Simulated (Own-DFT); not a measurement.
# Strain and stress in 4H SiC, 72 atoms (C36Si36)

No measurement is shown. These are fixed-geometry runs of a retired plane-wave code named Own-DFT, which no person has reviewed; spin and spin-orbit coupling are neglected.

Common settings: PBE; PseudoDojo norm-conserving scalar-relativistic files; cutoff 42 hartree; 4 x 4 x 3 k mesh centred on Gamma; Fermi-Dirac smearing of 0.1 eV.

Caveats: forces on such cells passed a denser k mesh, each cell not checked; stress not checked against mesh or cutoff.

Unstrained cell vectors in Å: (9.248, 0.000, 0.000); (-4.624, 8.009, 0.000); (0.000, 0.000, 10.068). The unstrained cell has measured lattice constants (interpolated for alloys), not those of this functional. That, the random moves and any unrelaxed bonds set the pressure at no strain. Each run strains this cell uniformly, with the atoms carried along. Random moves of width 0.05 Å per axis were added to every atom. Strain is the symmetric tensor, in per cent. Stress is positive in tension, and the pressure is minus a third of its trace.

| run | e_xx (%) | e_yy (%) | e_zz (%) | e_yz (%) | e_xz (%) | e_xy (%) | s_xx (GPa) | s_yy (GPa) | s_zz (GPa) | s_yz (GPa) | s_xz (GPa) | s_xy (GPa) | P (GPa) | E (meV/atom) |
|---|---|---|---|---|---|---|---|---|---|---|---|---|---|---|
| 1 | -1.44 | 0.49 | 1.41 | 0.65 | 1.32 | 0.80 | -10.55 | -1.82 | 0.29 | 2.06 | 3.95 | 3.05 | 4.02 | 1.1 |
| 2 | -1.44 | -1.74 | -0.04 | -1.29 | 0.00 | -1.03 | -14.68 | -17.40 | -8.74 | -4.81 | 0.24 | -6.38 | 13.61 | 36.7 |
| 3 | 0.71 | 1.96 | 0.17 | 1.60 | -0.52 | 0.47 | -0.52 | 6.87 | -3.72 | 4.79 | -1.90 | 0.75 | -0.88 | 1.4 |
| 4 | -1.29 | 1.93 | -0.06 | 1.99 | 1.61 | 0.55 | -9.77 | 4.30 | -6.54 | 6.36 | 6.12 | 1.92 | 4.00 | 6.1 |
| 5 | -0.20 | -1.46 | -1.51 | -0.37 | 0.96 | 0.00 | -7.20 | -15.11 | -17.17 | -1.30 | 2.83 | 0.52 | 13.16 | 30.1 |
| 6 | 0.55 | -1.09 | 1.41 | -1.89 | -0.98 | -0.42 | -3.35 | -11.40 | 3.56 | -6.94 | -4.05 | -3.58 | 3.73 | 17.1 |
| 7 | -0.05 | -1.94 | -0.08 | 1.20 | -1.30 | 0.06 | -6.86 | -15.85 | -7.30 | 3.04 | -3.12 | 0.24 | 10.00 | 20.0 |
| 8 | -1.56 | 0.54 | 1.88 | 0.81 | -1.41 | 0.63 | -10.47 | -2.02 | 3.58 | 3.42 | -4.46 | 2.46 | 2.97 | 0.0 |
| 9 | -1.08 | 1.37 | 0.38 | -0.52 | 1.03 | 0.67 | -11.15 | 2.21 | -5.80 | -2.08 | 4.15 | 4.40 | 4.91 | 27.2 |
| 10 | 0.11 | -0.61 | -0.51 | 0.33 | 0.64 | 0.02 | -6.54 | -7.25 | -9.72 | 2.06 | 2.68 | 0.44 | 7.84 | 19.5 |
| 11 | -1.02 | 1.30 | 1.93 | 1.10 | 1.13 | 0.92 | -9.55 | 2.27 | 4.92 | 2.90 | 3.84 | 4.04 | 0.78 | 6.0 |
| 12 | -0.58 | 1.07 | 0.19 | -0.89 | 0.33 | 0.11 | -6.30 | 1.49 | -6.32 | -2.42 | 0.80 | -0.96 | 3.71 | 7.0 |
| 13 | -1.60 | -1.55 | 0.78 | 1.42 | 1.28 | -0.89 | -15.34 | -13.31 | -4.35 | 3.79 | 4.84 | -3.73 | 11.00 | 30.6 |
| 14 | -1.40 | 0.15 | -0.78 | -0.35 | 1.83 | -0.80 | -13.87 | -4.46 | -13.63 | -0.67 | 6.36 | -4.88 | 10.65 | 24.5 |
| 15 | -0.36 | 1.74 | -1.79 | -1.75 | 0.13 | -0.65 | -6.03 | 3.24 | -16.58 | -4.91 | -1.06 | -3.05 | 6.46 | 20.6 |
| 16 | 1.82 | -1.77 | 1.86 | 0.98 | 1.04 | 1.03 | 5.75 | -15.04 | 4.28 | 3.85 | 3.51 | 4.08 | 1.67 | 11.0 |
| 17 | 0.35 | 0.98 | -0.85 | 0.65 | 1.67 | 1.96 | ? | ? | ? | ? | ? | ? | ? | ? |

The last column gives the free energy per atom over the lowest of the runs shown.

## Fit

Least squares on the runs shown: each stress against a constant and the strains, taken as fractions with shears doubled. Shear strains stay in the fit of a normal stress only where such slopes are resolved. The slopes, in GPa:

| stress | at no strain | per e_xx | per e_yy | per e_zz | scatter |
|---|---|---|---|---|---|
| s_xx | -5.1 | 544 ± 32 | 79 ± 22 | 62 ± 27 | 1.20 |
| s_yy | -5.3 | 28 ± 27 | 576 ± 19 | 37 ± 23 | 1.02 |
| s_zz | -6.6 | 100 ± 23 | 47 ± 16 | 606 ± 19 | 0.87 |

The slope of each shear stress on twice its own strain, from a fit on all six strains: yz 157 ± 10, xz 164 ± 8, xy 280 ± 29 GPa. These are stiffnesses along x, y and z of the frame in which the cell vectors are given, with the crystal's c axis along z: C11, C12, C13 and C33. Hexagonal symmetry asks that xx and yy behave alike, which is a second check on the noise. These are clamped-ion slopes: internal relaxation, where symmetry allows it, would soften some. Symmetry asks for nearly equal slopes across the diagonal; the mismatch is a measure of noise. A ninth of the table's sum, 231 ± 6 GPa, estimates the bulk modulus near the mean pressure of these runs, 6.1 GPa, so it lies above the value at zero pressure.

## The run left out

Q: what normal stresses and pressure should run 17 give?

The fit gives s_xx = -3.0, s_yy = 0.1, s_zz = -11.0 and P = 4.6 GPa. Computed: -3.06, -0.73, -10.43 and P = 4.74 GPa.
